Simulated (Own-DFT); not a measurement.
# How strain changes the stress of 4H SiC, 72 atoms (C36Si36)

All numbers below are calculated, not measured. They come from Own-DFT, an in-house plane-wave density functional program, since retired, whose code no person has reviewed. Each row is one single-point run on a periodic cell that was not relaxed, without spin or spin-orbit coupling.

Settings of every run: PBE; PseudoDojo norm-conserving scalar-relativistic files; cutoff 42 hartree; 4 x 4 x 3 k mesh centred on Gamma; Fermi-Dirac smearing of 0.1 eV.

Known limits: forces on such cells passed a denser k mesh, each cell not checked; stress not checked against mesh or cutoff.

Unstrained cell vectors in Å: (9.248, 0.000, 0.000); (-4.624, 8.009, 0.000); (0.000, 0.000, 10.068). The unstrained cell has measured lattice constants (interpolated for alloys), not those of this functional. That, the random moves and any unrelaxed bonds set the pressure at no strain. Each run strains this cell uniformly, with the atoms carried along. Every atom was also moved at random, by a Gaussian of width 0.05 Å on each axis. Strain is the symmetric tensor, in per cent. Stress is positive in tension, and the pressure is minus a third of its trace.

| run | e_xx (%) | e_yy (%) | e_zz (%) | e_yz (%) | e_xz (%) | e_xy (%) | s_xx (GPa) | s_yy (GPa) | s_zz (GPa) | s_yz (GPa) | s_xz (GPa) | s_xy (GPa) | P (GPa) | E (meV/atom) |
|---|---|---|---|---|---|---|---|---|---|---|---|---|---|---|
| 1 | -1.29 | 0.43 | 1.55 | -1.75 | 0.37 | 0.27 | -9.14 | -4.31 | 0.51 | -6.82 | 1.50 | 1.07 | 4.31 | 26.6 |
| 2 | 1.36 | 0.06 | 1.10 | -1.88 | -0.62 | -1.79 | 1.36 | -2.77 | 0.86 | -5.55 | -2.19 | -8.68 | 0.18 | 13.3 |
| 3 | -1.06 | -0.16 | -1.44 | -1.41 | -0.34 | 0.17 | -12.16 | -7.39 | -15.56 | -5.73 | -1.04 | 1.23 | 11.70 | 17.3 |
| 4 | -1.92 | -1.24 | -1.74 | -1.73 | 1.39 | -0.55 | -17.18 | -16.35 | -20.84 | -6.38 | 4.73 | -4.42 | 18.12 | 58.5 |
| 5 | -0.88 | 1.28 | 0.63 | 0.15 | 0.13 | -1.20 | -8.91 | 0.79 | -2.63 | 0.03 | 0.36 | -5.41 | 3.58 | 22.4 |
| 6 | -0.85 | -1.90 | 0.21 | 0.80 | 1.95 | -0.90 | -12.51 | -19.25 | -5.47 | 2.42 | 7.08 | -5.49 | 12.41 | 46.2 |
| 7 | 1.11 | -1.10 | 1.72 | -0.01 | -0.38 | 1.88 | 0.86 | -9.21 | 3.12 | -0.14 | -1.44 | 8.52 | 1.74 | 5.0 |
| 8 | -0.24 | -0.34 | -1.89 | -0.19 | -0.40 | 0.02 | -6.13 | -8.91 | -17.87 | -0.60 | -1.86 | -1.68 | 10.97 | 5.6 |
| 9 | -1.04 | -1.06 | 1.73 | 1.38 | 1.09 | 1.98 | -9.47 | -10.47 | 2.70 | 4.07 | 4.23 | 8.59 | 5.75 | 8.7 |
| 10 | 1.43 | 0.33 | -0.64 | 0.76 | 1.43 | -1.05 | -0.11 | 0.01 | -7.76 | 2.30 | 5.58 | -4.47 | 2.62 | 1.8 |
| 11 | 0.45 | 1.57 | 1.26 | -0.73 | 0.96 | 1.23 | -0.26 | 2.40 | 1.82 | -2.30 | 3.73 | 5.12 | -1.32 | 8.5 |
| 12 | -0.29 | -0.92 | -1.93 | -1.69 | 0.55 | 1.35 | -9.30 | -10.74 | -20.96 | -6.54 | 1.45 | 7.50 | 13.67 | 39.7 |
| 13 | 1.64 | -0.95 | -0.29 | -1.32 | 0.04 | -0.53 | 2.86 | -9.71 | -6.07 | -4.72 | 0.51 | -2.85 | 4.31 | 0.0 |
| 14 | 0.03 | 1.50 | 1.95 | 0.78 | 1.44 | 1.63 | -2.95 | 3.32 | 5.38 | 2.41 | 4.68 | 6.61 | -1.92 | 7.8 |
| 15 | 1.85 | 1.23 | 0.12 | 1.99 | 1.07 | -1.62 | 5.32 | 2.26 | -3.82 | 6.45 | 3.89 | -6.20 | -1.26 | 17.2 |
| 16 | -0.30 | -1.67 | -1.69 | -0.19 | -1.62 | 1.74 | -9.07 | -16.81 | -19.80 | 0.71 | -7.42 | 9.99 | 15.22 | 48.9 |
| 17 | 1.40 | -1.59 | 1.48 | 0.79 | -0.17 | 1.13 | ? | ? | ? | ? | ? | ? | ? | ? |

E is the free energy for each atom above the lowest run shown.

## Worked fit

Each stress component was fitted by least squares to a constant and the strains of the runs shown, as fractions, with shears doubled. Shear strains stay in the fit of a normal stress only where such slopes are resolved. The slopes, in GPa:

```
stress  at no strain  per e_xx  per e_yy  per e_zz  scatter
  s_xx          -5.3  493 ± 25   84 ± 28   71 ± 22     1.11
  s_yy          -5.7  127 ± 31  555 ± 34   38 ± 27     1.34
  s_zz          -6.8  110 ± 28   49 ± 31  606 ± 24     1.23
```

Each shear stress against twice its own strain: yz 174 ± 7, xz 192 ± 7, xy 239 ± 12 GPa. These are stiffnesses along x, y and z of the frame in which the cell vectors are given, which need not be the crystal's axes. The atoms are held to the strained lattice; where symmetry lets them move under strain, relaxing them would lower some slopes. The table should be nearly symmetric about its diagonal, and what it lacks of that shows the noise. A ninth of its sum, 237 ± 5 GPa, estimates the bulk modulus near the mean pressure of these runs, 6.3 GPa, so it lies above the value at zero pressure.

## Withheld run

Question: what normal stresses and pressure should run 17 give?

The fit gives s_xx = 1.3, s_yy = -12.2, s_zz = 2.9 and P = 2.7 GPa. The calculation gave 0.10, -10.03, 2.39 and P = 2.52 GPa.
